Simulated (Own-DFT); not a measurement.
AlGa₃N₄ (wurtzite random alloy, strained, atoms displaced) (calculated)

A calculation, not a measurement: plane-wave PBE density functional theory by an unreviewed code, no spin, of a simulated periodic cell, stress positive in tension, free energy of the whole cell less one offset for each atom, forces on such cells passed a denser k mesh, this cell's mesh not checked; offsets are fitted by least squares, one for each functional and potential file, so energies compare only between cells with the same atoms and settings and are not formation energies; the far tail of each file's local potential was reset to the Coulomb form; each entry is a single point on an unrelaxed cell, so the pressure reflects the starting lattice, mostly measured values, from which strain is counted, and rises with the displacements; printed positions are rounded, which can move forces by about a meV/angstrom; the program is a retired in-house code; no spin-orbit coupling. Program: Own-DFT development build.

Common to all runs: functional PBE; potential files PseudoDojo norm-conserving, scalar-relativistic, standard set with the stringent files for Ga; wave cutoff 96 hartree; occupations Gaussian; smearing width 0.01 eV; k mesh 4 x 4 x 3 centred on Gamma.

(1) AlGa₃N₄ (wurtzite random alloy, strained, atoms displaced)

```
AlGa3N4
1.0
      9.7470     0.0000     0.0000
     -4.8735     8.4411     0.0000
      0.0000     0.0000    10.2685
Al Ga N Al Ga N Ga N Ga N Al Ga N Ga Al N Ga N Al N Al Ga N Al Ga N Ga Al N Ga N Ga N Ga N Ga N Ga N Ga N Ga N
1 1 2 1 1 2 2 2 2 2 1 1 2 1 1 2 2 2 2 2 1 1 2 1 1 2 1 1 2 2 2 2 2 2 2 2 2 2 2 2 2 2 2
Direct
  0.10805 0.23076 0.99606
  0.21622 0.11241 0.24206
  0.11783 0.22528 0.18924
  0.22514 0.11666 0.44325
  0.11814 0.21900 0.50120
  0.21763 0.10643 0.75017
  0.11237 0.22422 0.69145
  0.22687 0.10847 0.94299
  0.11311 0.54930 0.99845
  0.21693 0.44161 0.24453
  0.11575 0.56662 0.17689
  0.22262 0.44089 0.44723
  0.10729 0.54778 0.49786
  0.22637 0.44805 0.75371
  0.11175 0.56028 0.68751
  0.22848 0.44239 0.93750
  0.10528 0.89826 0.99844
  0.22081 0.77900 0.25004
  0.11695 0.89445 0.19142
  0.21559 0.77123 0.44296
  0.10800 0.89044 0.49416
  0.21956 0.77022 0.75385
  0.11044 0.89404 0.68295
  0.22951 0.77489 0.94155
  0.44713 0.22304 0.99534
  0.54926 0.11193 0.24244
  0.45036 0.23794 0.19146
  0.54698 0.09938 0.43833
  0.44287 0.21532 0.50007
  0.56092 0.11230 0.75053
  0.44593 0.21548 0.69321
  0.55533 0.11001 0.93309
  0.44371 0.56086 0.01085
  0.56139 0.44770 0.24806
  0.45367 0.56204 0.18232
  0.55930 0.44903 0.44635
  0.43563 0.55207 0.49505
  0.55516 0.45361 0.75548
  0.43688 0.55270 0.68283
  0.55353 0.44832 0.93823
  0.44629 0.87664 0.99951
  0.55961 0.78233 0.24849
  0.44618 0.89982 0.19251
  0.55660 0.78153 0.43434
  0.45037 0.89670 0.49749
  0.55463 0.77207 0.75338
  0.43932 0.87932 0.68985
  0.55028 0.78573 0.93765
  0.78470 0.22826 0.00130
  0.89047 0.10301 0.24598
  0.77712 0.22937 0.18858
  0.89637 0.11020 0.43886
  0.78185 0.23253 0.50186
  0.88046 0.09630 0.75171
  0.77891 0.22828 0.69045
  0.88337 0.10770 0.93160
  0.79065 0.56066 0.99996
  0.88823 0.44294 0.25529
  0.77430 0.55489 0.19101
  0.88766 0.44504 0.43435
  0.77522 0.54748 0.49623
  0.89666 0.45256 0.74395
  0.77367 0.55394 0.69302
  0.89359 0.44453 0.93936
  0.78382 0.87692 0.00800
  0.88622 0.77484 0.25314
  0.77739 0.89244 0.18750
  0.87714 0.77998 0.43800
  0.77256 0.88575 0.50335
  0.89350 0.77486 0.74367
  0.78367 0.88698 0.68443
  0.88707 0.77679 0.93742
```

Results for AlGa₃N₄ (wurtzite random alloy, strained, atoms displaced): free energy of cell above offsets -9.512 eV; pressure -2.02 GPa; stress xx 5.81 GPa; stress yy 4.28 GPa; stress zz -4.03 GPa; stress yz -0.72 GPa; stress xz 0.62 GPa; stress xy 0.4 GPa.

Force:
| element | x (eV/Å) | y (eV/Å) | z (eV/Å) |
| --- | --- | --- | --- |
| Al | 0.981 | -1.379 | -0.361 |
| Ga | 1.883 | 0.382 | 1.302 |
| N | -1.688 | 0.085 | -1.753 |
| N | 0.477 | -0.092 | -0.712 |
| Al | -1.248 | 0.187 | 0.498 |
| Ga | 0.671 | 0.974 | -0.126 |
| N | -0.231 | -0.287 | -0.474 |
| N | -2.043 | 0.187 | 0.211 |
| Ga | -0.303 | 0.976 | -1.509 |
| Ga | 0.371 | 1.14 | 0.873 |
| N | 0.133 | -1.388 | 2.833 |
| N | -0.106 | -0.531 | -1.39 |
| Ga | 0.352 | 0.979 | 0.288 |
| Ga | -0.492 | -0.676 | -1.315 |
| N | 0.4 | 0.021 | 0.425 |
| N | 0.055 | 0.133 | 1.616 |
| Al | 1.933 | -1.018 | 0.338 |
| Ga | 0.507 | 0.397 | 0.171 |
| N | -1.236 | -0.601 | -1.172 |
| N | 0.037 | 0.316 | -0.705 |
| Ga | 0.038 | -0.207 | 0.016 |
| Al | 0.257 | 1.391 | -0.588 |
| N | 1.06 | -1.467 | 1.123 |
| N | -2.077 | 0.053 | -0.806 |
| Ga | 0.436 | 0.231 | 0.068 |
| Ga | 0.319 | 1.04 | 0.792 |
| N | -0.251 | -1.922 | -0.647 |
| N | -0.257 | 3.299 | -0.383 |
| Al | -0.023 | 0.605 | 0.568 |
| Al | -0.694 | -0.47 | -0.398 |
| N | -0.051 | 0.412 | -0.847 |
| N | 0.527 | 0.117 | 0.864 |
| Al | 0.727 | -0.362 | -3.303 |
| Ga | -0.858 | 0.359 | 0.999 |
| N | -0.901 | 0.68 | 2.427 |
| N | -1.226 | -1.315 | -0.691 |
| Al | 1.292 | 0.966 | 0.38 |
| Ga | 0.07 | -1.41 | -1.311 |
| N | 0.784 | 0.546 | -0.007 |
| N | -0.121 | 0.891 | 1.516 |
| Ga | -2.863 | 2.95 | 0.809 |
| Al | -0.78 | 0.107 | 0.258 |
| N | 1.133 | -2.147 | -0.475 |
| N | -0.182 | -1.35 | -0.185 |
| Ga | -0.296 | -2.465 | 0.928 |
| Ga | -0.402 | 0.401 | -1.315 |
| N | -0.15 | 1.102 | 0.403 |
| N | 3.877 | -2.864 | 0.605 |
| Ga | -0.997 | -1.078 | -0.848 |
| Ga | -0.884 | 1.716 | 1.076 |
| N | 0.848 | -0.809 | 0.404 |
| N | -0.198 | 0.66 | 0.201 |
| Ga | 0.388 | -2.125 | -0.363 |
| Ga | 0.158 | 1.816 | -1.486 |
| N | 0.034 | -0.79 | 0.006 |
| N | 1.353 | 0.3 | 2.67 |
| Ga | -0.976 | -1.153 | -0.153 |
| Ga | 0.095 | 0.471 | -2.343 |
| N | 1.244 | 0.714 | -0.265 |
| N | 0.381 | 0.12 | 1.393 |
| Ga | -0.803 | 1.449 | 0.895 |
| Ga | -0.641 | -0.956 | 0.941 |
| N | 0.621 | 0.218 | -0.741 |
| N | -0.049 | 0.437 | -0.435 |
| Ga | -2.249 | 1.394 | -1.901 |
| Ga | 0.239 | 0.336 | -0.28 |
| N | -0.08 | -1.3 | 0.859 |
| N | 1.81 | -0.843 | 0.281 |
| Ga | -0.444 | 0.712 | -1.243 |
| Ga | -0.403 | 0.245 | -0.09 |
| N | -0.862 | -0.876 | 1.512 |
| N | 1.574 | 0.368 | 0.075 |

(2) AlGa₃N₄ (wurtzite random alloy, strained, atoms displaced)

```
AlGa3N4
1.0
      9.7470     0.0000     0.0000
     -4.8735     8.4411     0.0000
      0.0000     0.0000    10.2685
Al Ga N Al Ga N Al Ga N Ga N Ga Al N Al Ga N Ga N Ga N Ga Al N Ga Al N Ga N Ga N Ga N Ga N Ga N Ga Al N Al Ga N Ga N
1 1 2 1 1 2 1 1 2 2 2 1 1 2 1 1 2 2 2 2 2 1 1 2 1 1 2 2 2 2 2 2 2 2 2 2 2 1 1 2 1 1 2 2 2
Direct
  0.11113 0.22398 0.00359
  0.21606 0.11026 0.25100
  0.10802 0.21817 0.18118
  0.22071 0.11407 0.44129
  0.11095 0.22329 0.49917
  0.22714 0.11452 0.75116
  0.10593 0.22170 0.69735
  0.22993 0.12532 0.92889
  0.11206 0.56070 0.99804
  0.22802 0.45370 0.25101
  0.09765 0.54369 0.18533
  0.22592 0.43792 0.43413
  0.10334 0.55797 0.49797
  0.21709 0.44575 0.74746
  0.10970 0.55238 0.68361
  0.21918 0.44285 0.94386
  0.10735 0.88447 0.99936
  0.21279 0.77166 0.24715
  0.11401 0.87256 0.19416
  0.22420 0.77906 0.44438
  0.10258 0.88832 0.49016
  0.22583 0.78606 0.74893
  0.11049 0.88871 0.68631
  0.22571 0.78544 0.93922
  0.45267 0.23017 0.99884
  0.55739 0.10718 0.24674
  0.44735 0.21511 0.19383
  0.55571 0.11432 0.44101
  0.43708 0.22385 0.49268
  0.55053 0.10686 0.74668
  0.44528 0.22072 0.69581
  0.55878 0.11008 0.95143
  0.45183 0.56625 0.99540
  0.55704 0.44224 0.24836
  0.43705 0.54968 0.18666
  0.55920 0.44100 0.44385
  0.44342 0.54966 0.50125
  0.55589 0.43762 0.74866
  0.44854 0.55794 0.68766
  0.55020 0.43496 0.93842
  0.44796 0.89067 0.00209
  0.56105 0.78217 0.24421
  0.44236 0.88458 0.18740
  0.56431 0.77919 0.43877
  0.43245 0.87720 0.49557
  0.55965 0.77612 0.75618
  0.44980 0.88808 0.69316
  0.55985 0.78423 0.93846
  0.78082 0.22842 0.99251
  0.88530 0.10649 0.24985
  0.78009 0.22146 0.18565
  0.88616 0.10615 0.44238
  0.79383 0.23328 0.50108
  0.89183 0.11366 0.74820
  0.77289 0.21457 0.68885
  0.88085 0.10191 0.93798
  0.77591 0.54906 0.00317
  0.88126 0.44302 0.24762
  0.77210 0.55422 0.19134
  0.87196 0.43044 0.43082
  0.78712 0.55537 0.49654
  0.89131 0.45223 0.75158
  0.78124 0.55776 0.68135
  0.89537 0.45159 0.94189
  0.77943 0.89698 0.99329
  0.88769 0.78117 0.24730
  0.77037 0.88678 0.19271
  0.88587 0.76700 0.44273
  0.77201 0.88526 0.50292
  0.88936 0.77951 0.74536
  0.78801 0.89506 0.69061
  0.88418 0.77926 0.93684
```

It finds free energy of cell above offsets -10.064 eV; pressure -2.42 GPa; stress xx 4.73 GPa; stress yy 4.91 GPa; stress zz -2.37 GPa; stress yz 0.8 GPa; stress xz -0.26 GPa; stress xy 0.01 GPa.

Force:
| element | x (eV/Å) | y (eV/Å) | z (eV/Å) |
| --- | --- | --- | --- |
| Al | 0.146 | -0.202 | -1.942 |
| Ga | 1.002 | 0.107 | -0.717 |
| N | 0.052 | -0.109 | 1.304 |
| N | -1.387 | -1.162 | 0.108 |
| Al | -0.304 | -0.357 | 0.516 |
| Ga | -0.656 | -0.473 | -1.363 |
| N | 1.116 | 0.651 | -2.28 |
| N | -0.67 | -0.972 | 3.402 |
| Al | 0.69 | -0.286 | 0.129 |
| Ga | -0.783 | -1.193 | -1.072 |
| N | 0.673 | 1.976 | 0.191 |
| N | -1.156 | -0.075 | 1.397 |
| Ga | 0.8 | -0.703 | -0.622 |
| Ga | 0.997 | -0.188 | 0.675 |
| N | -1.259 | 0.315 | 1.054 |
| N | -0.657 | 0.661 | -0.233 |
| Ga | -0.174 | 1.14 | -0.388 |
| Al | 2.556 | -0.994 | 0.697 |
| N | -2.467 | 1.811 | -0.568 |
| N | -2.366 | -0.681 | -1.951 |
| Al | 1.021 | 0.247 | 1.395 |
| Ga | 0.212 | -0.418 | -0.394 |
| N | 0.07 | 0.359 | -0.987 |
| N | 0.156 | -1.432 | 0.32 |
| Ga | -0.576 | -2.243 | 0.766 |
| Ga | 0.173 | 0.059 | 0.798 |
| N | -1.353 | 1.423 | -0.282 |
| N | 0.221 | -0.751 | -0.053 |
| Ga | 1.926 | -0.519 | 0.945 |
| Ga | 0.653 | 0.151 | 0.537 |
| N | -0.182 | 0.87 | -1.06 |
| N | -0.467 | 0.475 | -1.702 |
| Ga | -0.45 | -1.548 | 0.303 |
| Al | -0.808 | -0.469 | 0.574 |
| N | 1.923 | 0.643 | 0.179 |
| N | -0.527 | 0.748 | -1.529 |
| Ga | 0.502 | 0.809 | -0.631 |
| Al | -0.227 | 0.679 | -0.391 |
| N | 0.39 | -0.914 | 1.227 |
| N | 0.448 | 2.573 | -1.035 |
| Ga | -0.47 | 0.141 | -0.405 |
| Ga | -1.296 | -1.366 | 1.099 |
| N | -0.835 | -0.785 | 1.039 |
| N | -1.62 | -1.015 | -0.318 |
| Ga | 2.277 | 2.123 | 0.791 |
| Ga | -0.084 | 0.417 | -1.823 |
| N | -0.489 | -0.589 | -0.477 |
| N | 0.714 | -0.036 | 1.099 |
| Ga | 0.572 | -0.802 | 0.757 |
| Ga | -0.081 | 0.853 | -0.062 |
| N | -0.164 | -0.013 | 0.116 |
| N | 1.252 | 0.862 | -0.165 |
| Ga | -1.543 | -2.927 | 0.303 |
| Ga | -0.644 | -0.35 | 0.342 |
| N | 0.122 | 2.014 | 0.831 |
| N | 0.893 | 1.679 | 0.562 |
| Ga | -0.708 | 0.933 | -0.682 |
| Ga | 0.451 | -0.795 | -0.886 |
| N | -0.446 | 0.041 | 0.067 |
| N | 1.592 | 2.379 | 0.64 |
| Ga | -1.518 | -0.969 | 0.095 |
| Al | 0.057 | -0.78 | -0.488 |
| N | 0.007 | -1.065 | 2.088 |
| N | 0.239 | 0.15 | -1.273 |
| Al | 0.338 | -1.227 | 0.845 |
| Ga | 0.055 | -0.672 | 0.331 |
| N | 1.821 | 0.57 | -1.984 |
| N | 0.175 | 1.962 | -0.946 |
| Ga | 0.717 | 0.288 | 0.045 |
| Ga | 0.467 | -0.122 | 0.15 |
| N | -0.943 | -0.774 | 0.067 |
| N | -0.167 | -0.134 | 0.919 |

(3) AlGa₃N₄ (wurtzite random alloy, strained, atoms displaced)

```
AlGa3N4
1.0
      9.7470     0.0000     0.0000
     -4.8735     8.4411     0.0000
      0.0000     0.0000    10.2685
Ga N Ga N Ga N Ga N Ga N Al Ga N Al Ga N Ga N Ga N Ga N Ga N Ga N Al N Ga Al N Ga N Al N Al Ga N Ga Al N
2 2 2 2 2 2 2 2 2 2 1 1 2 1 1 2 2 2 2 2 2 2 2 2 2 2 2 2 1 1 2 2 2 2 2 1 1 2 1 1 2
Direct
  0.12765 0.22995 0.00139
  0.22228 0.11997 0.25643
  0.11221 0.21857 0.18578
  0.21653 0.10394 0.43994
  0.11571 0.21847 0.49975
  0.20880 0.09797 0.74517
  0.10328 0.22522 0.69570
  0.22167 0.11127 0.93823
  0.11149 0.55424 0.99647
  0.22759 0.44563 0.25424
  0.10468 0.55605 0.19080
  0.22783 0.44760 0.44404
  0.11088 0.55126 0.49757
  0.21351 0.43593 0.75077
  0.12096 0.55726 0.69838
  0.21629 0.43942 0.93451
  0.10731 0.89268 0.99563
  0.22563 0.77826 0.25398
  0.10255 0.89683 0.19268
  0.21673 0.76893 0.43620
  0.11318 0.88363 0.49874
  0.22108 0.78095 0.75227
  0.11328 0.89702 0.69089
  0.21958 0.77119 0.94162
  0.44326 0.21669 0.01169
  0.55196 0.11278 0.24972
  0.44015 0.21470 0.18160
  0.55042 0.10362 0.44037
  0.44965 0.22754 0.49789
  0.55416 0.10687 0.75575
  0.44061 0.21984 0.68315
  0.55374 0.10514 0.93704
  0.44704 0.56080 0.00307
  0.55203 0.44538 0.25538
  0.44866 0.56554 0.18373
  0.54127 0.43394 0.44659
  0.44325 0.55480 0.49578
  0.54043 0.44176 0.75220
  0.43711 0.55788 0.68677
  0.56215 0.44296 0.92687
  0.44915 0.88847 0.00002
  0.55589 0.77101 0.25689
  0.44830 0.88657 0.18796
  0.56389 0.77852 0.44201
  0.44175 0.89136 0.50655
  0.55744 0.77734 0.75143
  0.43147 0.89384 0.69291
  0.55806 0.77850 0.93836
  0.77024 0.22516 0.99640
  0.88994 0.11657 0.24952
  0.77307 0.21947 0.18033
  0.89329 0.10662 0.44563
  0.76977 0.20696 0.50745
  0.89587 0.11880 0.74613
  0.77259 0.21616 0.69141
  0.89914 0.11417 0.93913
  0.77908 0.56228 0.99941
  0.88519 0.43846 0.25233
  0.78338 0.56199 0.18652
  0.88393 0.44453 0.44005
  0.78257 0.55841 0.50334
  0.88615 0.43458 0.74780
  0.77630 0.54976 0.69439
  0.88846 0.44812 0.93276
  0.77180 0.88569 0.99574
  0.88566 0.77710 0.24851
  0.77321 0.87883 0.19143
  0.89664 0.78249 0.44203
  0.78041 0.89253 0.50104
  0.89175 0.78686 0.75047
  0.78328 0.89336 0.69476
  0.89077 0.78032 0.93347
```

Results for AlGa₃N₄ (wurtzite random alloy, strained, atoms displaced): free energy of cell above offsets -9.413 eV; pressure -2.01 GPa; stress xx 6.47 GPa; stress yy 4.32 GPa; stress zz -4.75 GPa; stress yz 0.07 GPa; stress xz -0.05 GPa; stress xy -0.19 GPa.

Force:
| element | x (eV/Å) | y (eV/Å) | z (eV/Å) |
| --- | --- | --- | --- |
| Ga | -1.536 | -1.035 | -0.798 |
| Ga | 0.294 | -1.61 | -1.1 |
| N | -1.231 | 1.018 | 1.682 |
| N | 0.906 | -0.093 | 0.852 |
| Ga | -0.481 | 0.486 | 0.758 |
| Ga | 0.807 | 3.497 | 1.011 |
| N | 1.094 | -1.139 | -1.541 |
| N | 1.599 | 0.457 | 0.101 |
| Ga | -0.619 | -0.47 | 0.372 |
| Ga | -1.123 | 0.02 | -1.003 |
| N | 1.144 | -0.346 | 0.08 |
| N | -0.535 | -1.028 | -0.765 |
| Ga | -0.471 | -0.036 | 1.057 |
| Ga | 0.871 | 1.373 | -0.262 |
| N | -2.376 | -0.456 | -1.46 |
| N | 1.081 | 1.11 | 1.484 |
| Ga | 0.617 | -0.414 | 1.163 |
| Ga | -0.88 | 0.236 | -1.884 |
| N | 1.714 | -0.215 | -0.411 |
| N | -0.077 | 1.158 | 1.71 |
| Al | -0.492 | 0.241 | -0.058 |
| Ga | -0.498 | -0.912 | 0.438 |
| N | -0.598 | -3.172 | -1.584 |
| N | -0.042 | 1.308 | 0.119 |
| Al | -0.214 | 0.303 | -4.519 |
| Ga | 0.929 | -0.926 | -0.189 |
| N | -0.345 | 1.136 | 2.785 |
| N | 0.118 | 0.796 | -0.373 |
| Ga | -0.348 | -2.204 | 0.884 |
| Ga | -1.163 | 0.847 | -1.238 |
| N | -0.239 | -0.148 | 1.16 |
| N | -0.389 | 1.22 | 1.897 |
| Ga | 0.127 | -0.936 | -2.128 |
| Ga | 0.795 | 0.154 | -0.962 |
| N | 0.094 | -1.859 | 1.732 |
| N | 1.664 | 2.448 | -1.543 |
| Ga | 0.175 | 0.705 | 1.454 |
| Ga | 1.114 | -0.116 | -2.344 |
| N | 0.43 | -0.057 | 0.25 |
| N | -1.064 | -0.735 | 4.124 |
| Ga | -0.834 | -0.532 | -0.018 |
| Ga | -0.192 | 1.773 | -0.806 |
| N | -0.395 | 0.134 | 0.808 |
| N | -1.169 | -0.11 | 0.604 |
| Ga | 0.145 | -1.085 | -0.631 |
| Ga | -0.561 | -0.009 | -0.75 |
| N | 2.151 | -0.369 | -0.25 |
| N | 0.294 | 0.119 | 0.347 |
| Al | 1.702 | 0.073 | -0.662 |
| Al | 0.159 | -1.113 | -0.609 |
| N | 0.595 | -0.157 | 1.082 |
| N | -0.826 | 1.188 | -1.761 |
| Ga | -0.001 | 1.155 | -1.161 |
| Al | -0.976 | -1.245 | 1.628 |
| N | 0.957 | 0.336 | 0.763 |
| N | -1.65 | -0.498 | -0.117 |
| Ga | 0.467 | -0.501 | -1.162 |
| Ga | -0.205 | 0.539 | -0.758 |
| N | -0.729 | -1.416 | 0.891 |
| N | 0.004 | -0.65 | 0.774 |
| Al | -0.417 | 0.029 | 0.644 |
| Al | -0.527 | 1.503 | 0.058 |
| N | 0.311 | 1.017 | -1.14 |
| N | 0.02 | -1.293 | 0.536 |
| Al | 1.23 | 1.199 | 0.481 |
| Ga | 0.541 | 0.386 | 0.521 |
| N | -0.738 | 1.921 | -0.937 |
| N | -0.089 | -1.199 | 0.641 |
| Ga | 0.905 | -1.009 | 0.411 |
| Al | 0.331 | -1.593 | -0.514 |
| N | -0.201 | 0.437 | -0.179 |
| N | -1.157 | 0.366 | 0.316 |
